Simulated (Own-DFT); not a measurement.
Si$_{4}$SnGe$_{11}$ (diamond-structure random alloy, strained, atoms displaced), SiSnGe$_{6}$ (diamond-structure random alloy, strained, atoms displaced) (calculated)

All values are calculated (Own-DFT development build). A calculation, not a measurement: plane-wave density functional theory by an unreviewed code, no spin, of a simulated periodic cell, stress positive in tension, run twice, with PBE and with PBEsol, both on files made for PBE, so the change isn't that of files made for PBEsol, forces on such cells moved up to 12 meV/angstrom on a denser k mesh; the far tail of each file's local potential was reset to the Coulomb form; each entry is a single point on an unrelaxed cell, so the pressure reflects the starting lattice, mostly measured values (interpolated for alloys), from which strain is counted, and rises with the displacements; printed positions are rounded, which can move forces by about a meV/angstrom; the program, named Own-DFT, is a retired in-house code; no spin-orbit coupling; stress was not checked against mesh or cutoff.

Settings shared by all entries: functional PBE, then PBEsol; potential files PseudoDojo norm-conserving, scalar-relativistic, standard set; wave cutoff 49 hartree; occupations Fermi-Dirac; smearing width 0.1 eV; k mesh 3 x 3 x 3 centred on Gamma.

```json
{"entry": 1, "formula": "Si4SnGe11", "kind": "diamond-structure random alloy, strained, atoms displaced", "structure": {"cell_angstrom": [[11.5042, 0.0, 0.0], [0.0, 11.5042, 0.0], [0.0, 0.0, 11.3064]], "atoms_fractional": [["Ge", 0.99485, 0.00483, 0.00695], ["Si", 0.00622, 0.2502, 0.25679], ["Ge", 0.24675, 0.00106, 0.25024], ["Si", 0.25192, 0.24358, 0.99744], ["Ge", 0.13227, 0.12692, 0.13183], ["Ge", 0.12152, 0.37652, 0.37144], ["Ge", 0.37718, 0.12741, 0.37726], ["Ge", 0.37723, 0.37605, 0.12084], ["Ge", 0.99987, 0.00432, 0.49606], ["Ge", 0.99724, 0.24757, 0.75154], ["Si", 0.2601, 0.00056, 0.74566], ["Sn", 0.2475, 0.26233, 0.49989], ["Ge", 0.11942, 0.12961, 0.61394], ["Ge", 0.12283, 0.36901, 0.87871], ["Ge", 0.37656, 0.12185, 0.8786], ["Si", 0.3744, 0.37321, 0.62048], ["Si", 0.00994, 0.49995, 0.00105], ["Ge", 0.99578, 0.75175, 0.24926], ["Si", 0.25197, 0.49784, 0.24139], ["Ge", 0.25103, 0.75413, 0.9963], ["Si", 0.12824, 0.62684, 0.12783], ["Ge", 0.12905, 0.88333, 0.3679], ["Ge", 0.37058, 0.63131, 0.37903], ["Ge", 0.3813, 0.87197, 0.12434], ["Si", 0.99579, 0.50146, 0.50255], ["Ge", 0.99535, 0.75082, 0.74607], ["Si", 0.24611, 0.50279, 0.75338], ["Si", 0.24634, 0.75348, 0.49968], ["Ge", 0.12555, 0.62395, 0.62366], ["Ge", 0.12031, 0.87288, 0.87005], ["Ge", 0.3844, 0.63614, 0.87399], ["Ge", 0.38235, 0.87089, 0.6264], ["Ge", 0.49502, 0.00268, 0.0077], ["Ge", 0.49619, 0.24319, 0.24828], ["Ge", 0.7535, 0.99553, 0.24712], ["Sn", 0.75152, 0.24925, 0.99927], ["Ge", 0.62878, 0.12061, 0.134], ["Si", 0.62894, 0.3765, 0.37052], ["Ge", 0.88226, 0.12253, 0.37677], ["Ge", 0.87779, 0.36973, 0.1272], ["Ge", 0.50087, 0.99702, 0.49639], ["Ge", 0.49896, 0.24693, 0.75259], ["Si", 0.75173, 0.0021, 0.7525], ["Ge", 0.74943, 0.24653, 0.49598], ["Si", 0.62708, 0.12373, 0.62867], ["Ge", 0.61612, 0.3717, 0.88241], ["Sn", 0.88144, 0.13108, 0.87665], ["Ge", 0.88024, 0.37233, 0.61955], ["Sn", 0.50226, 0.50225, 0.99617], ["Si", 0.49984, 0.75475, 0.24515], ["Ge", 0.7523, 0.50023, 0.24987], ["Ge", 0.74801, 0.75834, 0.99571], ["Ge", 0.6201, 0.62021, 0.12057], ["Si", 0.62448, 0.87994, 0.37551], ["Ge", 0.87133, 0.62805, 0.37968], ["Ge", 0.88089, 0.87006, 0.12234], ["Ge", 0.499, 0.4993, 0.50051], ["Ge", 0.4999, 0.75545, 0.75085], ["Ge", 0.7545, 0.49678, 0.75588], ["Ge", 0.75466, 0.7472, 0.50356], ["Ge", 0.62887, 0.62163, 0.63425], ["Ge", 0.62517, 0.87249, 0.87536], ["Si", 0.87784, 0.62753, 0.87135], ["Ge", 0.87157, 0.87085, 0.6255]]}, "results": {"PBE_pressure [GPa]": 1.85, "PBE_stress_xx [GPa]": -1.46, "PBE_stress_yy [GPa]": -1.46, "PBE_stress_zz [GPa]": -2.62, "PBE_stress_yz [GPa]": 0.44, "PBE_stress_xz [GPa]": -0.31, "PBE_stress_xy [GPa]": 0.24, "PBEsol_pressure [GPa]": -0.67, "PBEsol_stress_xx [GPa]": 1.05, "PBEsol_stress_yy [GPa]": 1.05, "PBEsol_stress_zz [GPa]": -0.1, "PBEsol_stress_yz [GPa]": 0.41, "PBEsol_stress_xz [GPa]": -0.29, "PBEsol_stress_xy [GPa]": 0.22, "force_element": ["Ge", "Si", "Ge", "Si", "Ge", "Ge", "Ge", "Ge", "Ge", "Ge", "Si", "Sn", "Ge", "Ge", "Ge", "Si", "Si", "Ge", "Si", "Ge", "Si", "Ge", "Ge", "Ge", "Si", "Ge", "Si", "Si", "Ge", "Ge", "Ge", "Ge", "Ge", "Ge", "Ge", "Sn", "Ge", "Si", "Ge", "Ge", "Ge", "Ge", "Si", "Ge", "Si", "Ge", "Sn", "Ge", "Sn", "Si", "Ge", "Ge", "Ge", "Si", "Ge", "Ge", "Ge", "Ge", "Ge", "Ge", "Ge", "Ge", "Si", "Ge"], "PBE_force_x [eV/angstrom]": [2.095, -0.554, 1.853, -0.06, -0.824, -0.845, -0.195, -1.381, 0.069, 1.991, -1.184, 0.239, 0.291, 0.682, -0.518, 1.171, -0.881, 1.062, -0.416, -0.367, 0.075, -0.805, 0.171, -1.139, 0.578, 0.333, 0.96, 0.063, -0.079, 0.591, -2.273, -1.211, 1.173, 0.823, 0.261, -2.183, -0.831, -0.68, -0.808, 1.624, 0.466, -0.099, -0.837, -0.307, 0.043, 1.35, -0.126, -0.625, -1.502, 0.622, -0.138, 0.667, 1.966, 0.384, 0.676, -0.902, 0.415, 1.036, 0.033, -1.628, -0.279, -0.319, 0.102, 0.13], "PBE_force_y [eV/angstrom]": [-1.158, -0.262, 0.069, 0.594, 0.542, 2.071, -0.928, -1.344, -1.377, 1.645, -0.043, -1.12, -1.103, 0.471, 0.026, 1.827, 0.571, -0.707, 0.594, -0.361, -0.334, -1.167, -0.31, 0.257, 0.154, -0.589, -0.392, 0.164, -0.006, 1.071, -0.259, 0.556, -0.238, 1.059, -0.326, 1.102, -0.285, -0.352, 0.615, 1.409, 0.523, 0.171, -0.754, 0.202, -0.313, -0.564, -2.743, 0.15, 0.129, -0.555, -0.025, -1.641, 2.331, -1.063, -0.691, 0.469, -0.099, -0.532, -0.293, 0.517, 0.107, 1.635, -0.454, 1.354], "PBE_force_z [eV/angstrom]": [0.56, -0.657, -0.292, 0.364, -0.662, -1.021, -0.371, 0.668, 0.583, -2.065, -0.046, -0.452, 2.007, -0.184, -0.4, 2.361, 0.266, 0.393, 0.746, 0.448, -0.456, 1.093, -0.905, 0.282, -0.595, 0.188, -0.197, 0.136, -0.114, 0.134, -0.829, -0.749, -0.409, 0.275, 0.875, 1.859, -0.211, 0.225, -1.003, 0.862, 0.582, -0.805, -0.846, 0.195, -0.184, -2.683, -1.348, 0.354, -0.044, 1.083, -0.031, 0.341, 1.977, -0.465, -0.355, -0.09, -0.062, -0.323, 0.07, -0.227, -0.507, -0.275, 0.928, 0.009], "PBEsol_force_x [eV/angstrom]": [2.024, -0.543, 1.772, -0.056, -0.792, -0.779, -0.186, -1.282, 0.067, 1.93, -1.151, 0.162, 0.249, 0.629, -0.43, 1.179, -0.869, 0.991, -0.362, -0.317, 0.074, -0.802, 0.195, -1.135, 0.564, 0.345, 0.908, 0.065, -0.111, 0.556, -2.173, -1.108, 1.127, 0.778, 0.274, -2.125, -0.812, -0.657, -0.798, 1.514, 0.389, -0.095, -0.784, -0.229, 0.005, 1.312, -0.081, -0.635, -1.443, 0.575, -0.11, 0.611, 1.93, 0.405, 0.618, -0.879, 0.402, 1.001, -0.011, -1.533, -0.261, -0.329, 0.069, 0.159], "PBEsol_force_y [eV/angstrom]": [-1.131, -0.261, 0.074, 0.579, 0.454, 1.974, -0.903, -1.312, -1.304, 1.602, -0.044, -1.144, -1.044, 0.421, 0.025, 1.771, 0.488, -0.641, 0.538, -0.319, -0.25, -1.083, -0.336, 0.294, 0.151, -0.531, -0.355, 0.156, 0.028, 1.0, -0.215, 0.535, -0.236, 0.991, -0.277, 1.083, -0.283, -0.342, 0.561, 1.366, 0.517, 0.167, -0.782, 0.195, -0.269, -0.551, -2.63, 0.101, 0.126, -0.574, 0.001, -1.554, 2.23, -1.001, -0.635, 0.471, -0.039, -0.518, -0.296, 0.475, 0.103, 1.538, -0.413, 1.259], "PBEsol_force_z [eV/angstrom]": [0.545, -0.638, -0.277, 0.355, -0.627, -0.952, -0.378, 0.642, 0.547, -2.007, -0.043, -0.498, 1.916, -0.211, -0.379, 2.289, 0.246, 0.395, 0.767, 0.406, -0.446, 1.027, -0.856, 0.221, -0.577, 0.149, -0.17, 0.133, -0.082, 0.153, -0.781, -0.718, -0.392, 0.245, 0.816, 1.819, -0.207, 0.219, -0.931, 0.833, 0.572, -0.709, -0.794, 0.189, -0.214, -2.603, -1.273, 0.383, -0.038, 1.02, -0.06, 0.342, 1.886, -0.426, -0.365, -0.084, -0.059, -0.297, 0.029, -0.19, -0.488, -0.234, 0.872, -0.014], "rms_change_of_force_components_from_PBE_to_PBEsol [eV/angstrom]": 0.047}}
{"entry": 2, "formula": "Si4SnGe11", "kind": "diamond-structure random alloy, strained, atoms displaced", "structure": {"cell_angstrom": [[11.1368, 0.0, 0.0], [0.0, 11.1368, 0.0], [0.0, 0.0, 11.3064]], "atoms_fractional": [["Ge", 0.00426, 0.99565, 0.99847], ["Ge", 0.9955, 0.2532, 0.24834], ["Ge", 0.2585, 0.00184, 0.24602], ["Ge", 0.25251, 0.254, 0.0008], ["Ge", 0.12411, 0.12349, 0.13165], ["Ge", 0.13102, 0.3659, 0.36592], ["Ge", 0.37145, 0.12766, 0.37893], ["Ge", 0.36929, 0.37508, 0.12881], ["Ge", 0.00023, 0.99964, 0.50397], ["Ge", 0.00156, 0.24726, 0.75233], ["Ge", 0.24487, 0.00034, 0.75143], ["Ge", 0.25079, 0.25946, 0.49979], ["Ge", 0.11519, 0.12905, 0.62277], ["Ge", 0.13186, 0.37499, 0.88564], ["Ge", 0.37388, 0.13231, 0.87269], ["Ge", 0.37782, 0.37863, 0.62644], ["Ge", 0.994, 0.49467, 0.9956], ["Sn", 0.99798, 0.74908, 0.25733], ["Sn", 0.25123, 0.49453, 0.25648], ["Ge", 0.25795, 0.74561, 0.99878], ["Ge", 0.12065, 0.62848, 0.12371], ["Ge", 0.12744, 0.87469, 0.37397], ["Ge", 0.37717, 0.63096, 0.37597], ["Ge", 0.374, 0.87375, 0.12327], ["Si", 0.00646, 0.50511, 0.49719], ["Si", 0.99779, 0.75745, 0.75036], ["Ge", 0.2612, 0.49611, 0.74984], ["Ge", 0.24515, 0.75189, 0.49959], ["Ge", 0.12814, 0.61666, 0.62053], ["Si", 0.12313, 0.87496, 0.88372], ["Si", 0.37596, 0.62132, 0.87171], ["Si", 0.38043, 0.88208, 0.62281], ["Ge", 0.49731, 0.99502, 0.99873], ["Ge", 0.51252, 0.25226, 0.25126], ["Si", 0.74258, 0.99797, 0.25084], ["Si", 0.75005, 0.24789, 0.9943], ["Ge", 0.62584, 0.12197, 0.12296], ["Ge", 0.62549, 0.37431, 0.36829], ["Ge", 0.87957, 0.12284, 0.36999], ["Si", 0.87386, 0.37364, 0.13288], ["Ge", 0.49703, 0.99427, 0.50824], ["Si", 0.49965, 0.24819, 0.75322], ["Ge", 0.75229, 0.99504, 0.75125], ["Ge", 0.75224, 0.24607, 0.49986], ["Si", 0.62323, 0.12733, 0.63061], ["Ge", 0.6261, 0.37491, 0.8714], ["Ge", 0.88741, 0.11724, 0.86311], ["Sn", 0.87959, 0.36301, 0.62256], ["Ge", 0.49946, 0.49563, 0.00292], ["Si", 0.49722, 0.7475, 0.2525], ["Ge", 0.75358, 0.49237, 0.25228], ["Si", 0.75852, 0.75047, 0.00593], ["Ge", 0.62424, 0.63192, 0.12642], ["Ge", 0.62341, 0.87316, 0.36761], ["Ge", 0.87334, 0.6208, 0.36968], ["Ge", 0.8769, 0.8701, 0.12702], ["Ge", 0.50215, 0.49527, 0.49763], ["Si", 0.49468, 0.74654, 0.7444], ["Si", 0.74815, 0.50414, 0.74674], ["Si", 0.75072, 0.74292, 0.50465], ["Sn", 0.63006, 0.61902, 0.62562], ["Ge", 0.62847, 0.87449, 0.87941], ["Si", 0.86979, 0.62432, 0.87753], ["Ge", 0.86947, 0.88016, 0.63507]]}, "results": {"PBE_pressure [GPa]": 7.03, "PBE_stress_xx [GPa]": -7.42, "PBE_stress_yy [GPa]": -7.44, "PBE_stress_zz [GPa]": -6.24, "PBE_stress_yz [GPa]": -0.05, "PBE_stress_xz [GPa]": 0.28, "PBE_stress_xy [GPa]": -0.47, "PBEsol_pressure [GPa]": 4.2, "PBEsol_stress_xx [GPa]": -4.58, "PBEsol_stress_yy [GPa]": -4.61, "PBEsol_stress_zz [GPa]": -3.42, "PBEsol_stress_yz [GPa]": -0.03, "PBEsol_stress_xz [GPa]": 0.27, "PBEsol_stress_xy [GPa]": -0.44, "force_element": ["Ge", "Ge", "Ge", "Ge", "Ge", "Ge", "Ge", "Ge", "Ge", "Ge", "Ge", "Ge", "Ge", "Ge", "Ge", "Ge", "Ge", "Sn", "Sn", "Ge", "Ge", "Ge", "Ge", "Ge", "Si", "Si", "Ge", "Ge", "Ge", "Si", "Si", "Si", "Ge", "Ge", "Si", "Si", "Ge", "Ge", "Ge", "Si", "Ge", "Si", "Ge", "Ge", "Si", "Ge", "Ge", "Sn", "Ge", "Si", "Ge", "Si", "Ge", "Ge", "Ge", "Ge", "Ge", "Si", "Si", "Si", "Sn", "Ge", "Si", "Ge"], "PBE_force_x [eV/angstrom]": [-0.424, 0.31, -0.749, -0.02, 0.071, -2.731, 1.163, 2.458, -0.379, 2.04, 0.096, -0.294, 1.719, -0.682, -0.018, 0.829, -0.265, 0.538, -0.037, -1.013, 0.677, 1.029, 0.574, 0.695, -0.121, 0.499, -1.451, 1.203, -0.29, 0.808, 0.852, -1.746, 0.078, -1.911, 1.185, 0.902, 0.366, 0.649, -1.01, -0.415, 1.32, 0.426, -1.675, -2.048, 0.057, 0.231, -1.356, 0.048, -0.046, 0.166, -0.605, -0.787, 0.343, 0.097, -1.116, -1.428, -0.781, -0.518, 2.04, 1.377, -1.773, -0.282, 0.203, 0.923], "PBE_force_y [eV/angstrom]": [0.435, -0.519, -0.089, -1.216, 0.273, -0.4, 0.037, -1.425, -0.459, 0.114, -0.156, -1.144, -0.078, 0.253, -0.915, -1.195, 0.634, 0.278, 2.718, -0.056, -1.058, 1.803, 0.262, -0.65, -0.935, -1.153, 0.617, 0.359, 1.044, -0.994, 0.471, -1.767, 0.892, -1.042, 0.245, -0.21, 0.065, 0.04, -0.724, -0.36, 1.485, 0.327, 1.581, -1.553, -0.416, 0.051, 0.203, 3.048, 0.561, 0.551, 0.957, -0.397, -0.566, -0.516, -1.124, 2.048, -0.225, 1.214, -1.758, 2.052, 1.08, -1.252, 0.339, -1.686], "PBE_force_z [eV/angstrom]": [0.798, -0.113, 0.76, 0.932, -0.979, 2.553, 0.018, -1.177, -0.59, 1.542, -0.263, 0.747, 0.003, -1.68, 0.128, -0.22, 0.853, -0.668, -1.037, -0.542, -1.643, 0.983, 1.09, 0.384, -1.217, 0.784, 0.693, 0.786, 1.186, -1.23, 0.187, 1.466, -0.162, -0.844, -0.597, 0.409, -0.398, 1.638, 0.251, -2.046, -1.251, -0.726, 0.483, -1.509, -0.222, 0.073, 1.822, 0.162, -0.358, -0.596, -0.822, -0.738, -0.032, 1.379, 2.802, -0.753, -1.114, 1.224, 2.876, -1.931, -0.33, -0.355, -0.799, -2.071], "PBEsol_force_x [eV/angstrom]": [-0.448, 0.362, -0.737, -0.018, 0.071, -2.618, 1.124, 2.387, -0.364, 1.972, 0.095, -0.291, 1.653, -0.659, -0.066, 0.761, -0.177, 0.523, -0.033, -0.992, 0.666, 0.998, 0.51, 0.642, -0.111, 0.477, -1.432, 1.139, -0.208, 0.826, 0.799, -1.748, 0.08, -1.851, 1.159, 0.846, 0.286, 0.628, -0.946, -0.374, 1.291, 0.368, -1.564, -1.941, 0.104, 0.186, -1.285, 0.042, -0.024, 0.161, -0.622, -0.805, 0.329, 0.063, -1.085, -1.322, -0.764, -0.438, 1.963, 1.355, -1.794, -0.272, 0.244, 0.882], "PBEsol_force_y [eV/angstrom]": [0.46, -0.552, -0.083, -1.163, 0.266, -0.414, 0.038, -1.38, -0.42, 0.068, -0.081, -1.11, -0.076, 0.234, -0.919, -1.117, 0.609, 0.268, 2.624, -0.038, -1.025, 1.73, 0.21, -0.598, -0.918, -1.119, 0.553, 0.311, 1.032, -0.932, 0.412, -1.685, 0.863, -1.0, 0.241, -0.233, 0.068, 0.039, -0.657, -0.322, 1.459, 0.37, 1.497, -1.478, -0.451, 0.083, 0.171, 2.883, 0.509, 0.539, 0.967, -0.342, -0.612, -0.483, -1.094, 1.99, -0.22, 1.188, -1.776, 2.015, 1.011, -1.145, 0.294, -1.562], "PBEsol_force_z [eV/angstrom]": [0.81, -0.053, 0.734, 0.9, -0.948, 2.458, 0.014, -1.154, -0.565, 1.477, -0.254, 0.702, 0.017, -1.62, 0.166, -0.249, 0.834, -0.667, -1.013, -0.444, -1.588, 0.966, 1.095, 0.334, -1.2, 0.696, 0.62, 0.722, 1.143, -1.161, 0.233, 1.388, -0.147, -0.815, -0.584, 0.366, -0.38, 1.576, 0.278, -1.962, -1.291, -0.658, 0.493, -1.494, -0.266, 0.103, 1.731, 0.16, -0.319, -0.581, -0.737, -0.668, -0.031, 1.375, 2.652, -0.722, -1.078, 1.195, 2.788, -1.899, -0.379, -0.347, -0.757, -1.998], "rms_change_of_force_components_from_PBE_to_PBEsol [eV/angstrom]": 0.051}}
{"entry": 3, "formula": "SiSnGe6", "kind": "diamond-structure random alloy, strained, atoms displaced", "structure": {"cell_angstrom": [[11.209, 0.0, 0.0], [0.0, 11.209, 0.0], [0.0, 0.0, 11.467]], "atoms_fractional": [["Ge", 0.99841, 0.99593, 0.0027], ["Ge", 0.99898, 0.24791, 0.24751], ["Sn", 0.25156, 0.00605, 0.24311], ["Sn", 0.25467, 0.24917, 0.00217], ["Ge", 0.12976, 0.13254, 0.12627], ["Sn", 0.12703, 0.36782, 0.37289], ["Ge", 0.37828, 0.12186, 0.3761], ["Ge", 0.37046, 0.3722, 0.11921], ["Ge", 0.00153, 0.99778, 0.50031], ["Sn", 0.00138, 0.24633, 0.74939], ["Ge", 0.25435, 0.00482, 0.74373], ["Ge", 0.25399, 0.24711, 0.5048], ["Ge", 0.11835, 0.12304, 0.62148], ["Ge", 0.12469, 0.37349, 0.87701], ["Sn", 0.37343, 0.13218, 0.87088], ["Ge", 0.37699, 0.3677, 0.63027], ["Si", 0.00022, 0.50302, 0.99846], ["Ge", 0.00233, 0.74305, 0.24816], ["Sn", 0.24765, 0.49593, 0.24771], ["Ge", 0.25169, 0.74936, 0.99959], ["Ge", 0.1243, 0.62113, 0.12098], ["Ge", 0.12649, 0.87168, 0.37316], ["Ge", 0.36753, 0.62431, 0.38337], ["Ge", 0.37579, 0.88108, 0.13588], ["Ge", 0.00416, 0.49393, 0.49656], ["Ge", 0.00318, 0.73955, 0.74679], ["Ge", 0.25643, 0.50458, 0.74468], ["Ge", 0.25161, 0.75413, 0.49031], ["Ge", 0.12238, 0.62273, 0.63118], ["Ge", 0.13205, 0.88137, 0.8749], ["Si", 0.37853, 0.62193, 0.88477], ["Ge", 0.37636, 0.87597, 0.61489], ["Ge", 0.5067, 0.00864, 0.99313], ["Ge", 0.49673, 0.25325, 0.25957], ["Ge", 0.74506, 0.00108, 0.25268], ["Ge", 0.75298, 0.24471, 0.99789], ["Ge", 0.62645, 0.13483, 0.12558], ["Ge", 0.63387, 0.37366, 0.36949], ["Ge", 0.86798, 0.12208, 0.38257], ["Si", 0.87129, 0.38135, 0.11657], ["Si", 0.50209, 0.99421, 0.49719], ["Ge", 0.49682, 0.2553, 0.7474], ["Ge", 0.75571, 0.99975, 0.74305], ["Ge", 0.75165, 0.25235, 0.50068], ["Ge", 0.6187, 0.12747, 0.62685], ["Si", 0.6236, 0.37552, 0.87487], ["Si", 0.87562, 0.12049, 0.88305], ["Sn", 0.88002, 0.37572, 0.61889], ["Ge", 0.50123, 0.49807, 0.9994], ["Ge", 0.49391, 0.75216, 0.25217], ["Ge", 0.75284, 0.5005, 0.2515], ["Si", 0.74645, 0.75091, 0.99566], ["Ge", 0.63456, 0.62634, 0.12824], ["Ge", 0.62814, 0.87317, 0.37756], ["Ge", 0.87998, 0.62814, 0.3704], ["Si", 0.8835, 0.88103, 0.12479], ["Ge", 0.49722, 0.49446, 0.50406], ["Ge", 0.50982, 0.75298, 0.75177], ["Ge", 0.75502, 0.50113, 0.74734], ["Ge", 0.75427, 0.74175, 0.49971], ["Ge", 0.62957, 0.62524, 0.62794], ["Sn", 0.61596, 0.87575, 0.88177], ["Ge", 0.8782, 0.62585, 0.88399], ["Ge", 0.87421, 0.88002, 0.62287]]}, "results": {"PBE_pressure [GPa]": 9.15, "PBE_stress_xx [GPa]": -9.47, "PBE_stress_yy [GPa]": -9.75, "PBE_stress_zz [GPa]": -8.23, "PBE_stress_yz [GPa]": -0.63, "PBE_stress_xz [GPa]": 0.62, "PBE_stress_xy [GPa]": 0.96, "PBEsol_pressure [GPa]": 6.11, "PBEsol_stress_xx [GPa]": -6.44, "PBEsol_stress_yy [GPa]": -6.71, "PBEsol_stress_zz [GPa]": -5.19, "PBEsol_stress_yz [GPa]": -0.6, "PBEsol_stress_xz [GPa]": 0.6, "PBEsol_stress_xy [GPa]": 0.91, "force_element": ["Ge", "Ge", "Sn", "Sn", "Ge", "Sn", "Ge", "Ge", "Ge", "Sn", "Ge", "Ge", "Ge", "Ge", "Sn", "Ge", "Si", "Ge", "Sn", "Ge", "Ge", "Ge", "Ge", "Ge", "Ge", "Ge", "Ge", "Ge", "Ge", "Ge", "Si", "Ge", "Ge", "Ge", "Ge", "Ge", "Ge", "Ge", "Ge", "Si", "Si", "Ge", "Ge", "Ge", "Ge", "Si", "Si", "Sn", "Ge", "Ge", "Ge", "Si", "Ge", "Ge", "Ge", "Si", "Ge", "Ge", "Ge", "Ge", "Ge", "Sn", "Ge", "Ge"], "PBE_force_x [eV/angstrom]": [0.803, -2.219, -1.178, -2.663, -3.25, -0.915, 0.879, 3.41, -0.165, 0.025, -1.088, 0.51, 1.964, 0.169, 1.726, -0.731, -0.05, 0.007, 1.819, 0.395, -0.801, -1.018, 1.745, 1.892, 0.367, -0.855, 0.03, -0.875, 1.028, -0.425, -0.012, 0.273, -1.514, 0.206, 0.715, -0.135, -0.498, -0.86, 0.719, 0.718, 0.345, 2.382, -0.431, -1.719, 0.37, 0.563, -0.435, -1.493, 0.639, 0.85, 0.647, 2.01, -1.03, -0.356, -0.082, -1.611, 0.717, -2.834, -0.966, -0.079, -0.528, 2.744, -0.524, 0.677], "PBE_force_y [eV/angstrom]": [0.884, -0.598, 0.016, 1.345, -0.567, -1.611, 0.478, 1.179, -0.278, -1.117, -1.321, -1.083, -1.062, 2.409, -2.252, 1.145, -0.819, 1.289, 1.915, 0.353, 0.951, 0.072, -0.102, -1.787, 2.974, 1.974, -0.297, -0.316, -0.17, -0.784, 0.538, -0.282, 1.033, 0.173, -0.189, 1.23, -0.55, 0.298, -0.022, -0.384, 0.768, 0.627, 1.084, -1.25, -0.45, -0.044, -0.791, 0.934, -0.02, -0.727, -0.103, -0.406, 0.381, -0.407, -0.935, -1.357, 0.298, -1.943, 0.404, 0.897, -0.395, 0.193, 0.103, -1.526], "PBE_force_z [eV/angstrom]": [-0.26, -0.969, 1.989, 0.292, -0.458, 1.586, 1.637, 1.605, -0.685, 2.299, -1.191, 0.501, -0.799, -0.178, -1.602, -0.935, 0.248, -0.779, -1.127, 0.297, -1.052, -0.037, -0.449, -3.289, -0.379, 1.22, 1.453, 1.873, -1.973, -0.59, -1.422, 0.89, 3.579, -1.213, -0.754, -0.297, 0.599, 0.872, -0.937, 0.396, 0.103, 0.231, 1.097, -0.675, -0.74, -0.425, -0.469, 0.077, 0.374, 0.476, -0.591, 1.923, -0.392, 0.031, 0.702, 0.613, -0.327, -1.649, 1.826, -0.011, -0.237, -1.121, -0.658, -0.123], "PBEsol_force_x [eV/angstrom]": [0.855, -2.101, -1.133, -2.599, -3.147, -0.897, 0.822, 3.304, -0.171, 0.073, -1.067, 0.493, 1.915, 0.195, 1.691, -0.706, -0.002, 0.035, 1.767, 0.342, -0.744, -0.978, 1.68, 1.833, 0.351, -0.824, -0.005, -0.834, 0.987, -0.407, -0.013, 0.224, -1.467, 0.205, 0.669, -0.179, -0.482, -0.835, 0.69, 0.658, 0.336, 2.266, -0.435, -1.657, 0.388, 0.545, -0.428, -1.454, 0.612, 0.822, 0.592, 1.945, -1.029, -0.316, -0.08, -1.546, 0.688, -2.716, -0.915, -0.077, -0.498, 2.613, -0.506, 0.652], "PBEsol_force_y [eV/angstrom]": [0.868, -0.606, 0.017, 1.32, -0.548, -1.565, 0.509, 1.148, -0.26, -1.052, -1.279, -1.051, -1.032, 2.302, -2.195, 1.105, -0.761, 1.211, 1.86, 0.375, 0.96, 0.056, -0.081, -1.744, 2.88, 1.898, -0.326, -0.303, -0.173, -0.76, 0.524, -0.298, 1.006, 0.159, -0.152, 1.161, -0.541, 0.282, -0.019, -0.414, 0.749, 0.58, 1.028, -1.216, -0.403, -0.042, -0.781, 0.913, -0.035, -0.684, -0.067, -0.432, 0.329, -0.418, -0.91, -1.303, 0.288, -1.864, 0.425, 0.875, -0.377, 0.229, 0.101, -1.47], "PBEsol_force_z [eV/angstrom]": [-0.269, -0.915, 1.93, 0.295, -0.431, 1.551, 1.55, 1.566, -0.65, 2.187, -1.152, 0.484, -0.774, -0.203, -1.567, -0.903, 0.197, -0.717, -1.106, 0.321, -0.973, -0.023, -0.431, -3.176, -0.365, 1.178, 1.371, 1.798, -1.901, -0.56, -1.386, 0.891, 3.469, -1.185, -0.689, -0.245, 0.574, 0.848, -0.899, 0.432, 0.096, 0.18, 1.023, -0.671, -0.685, -0.414, -0.454, 0.066, 0.424, 0.463, -0.541, 1.856, -0.34, -0.007, 0.68, 0.628, -0.311, -1.624, 1.732, -0.016, -0.221, -1.143, -0.72, -0.124], "rms_change_of_force_components_from_PBE_to_PBEsol [eV/angstrom]": 0.047}}
```
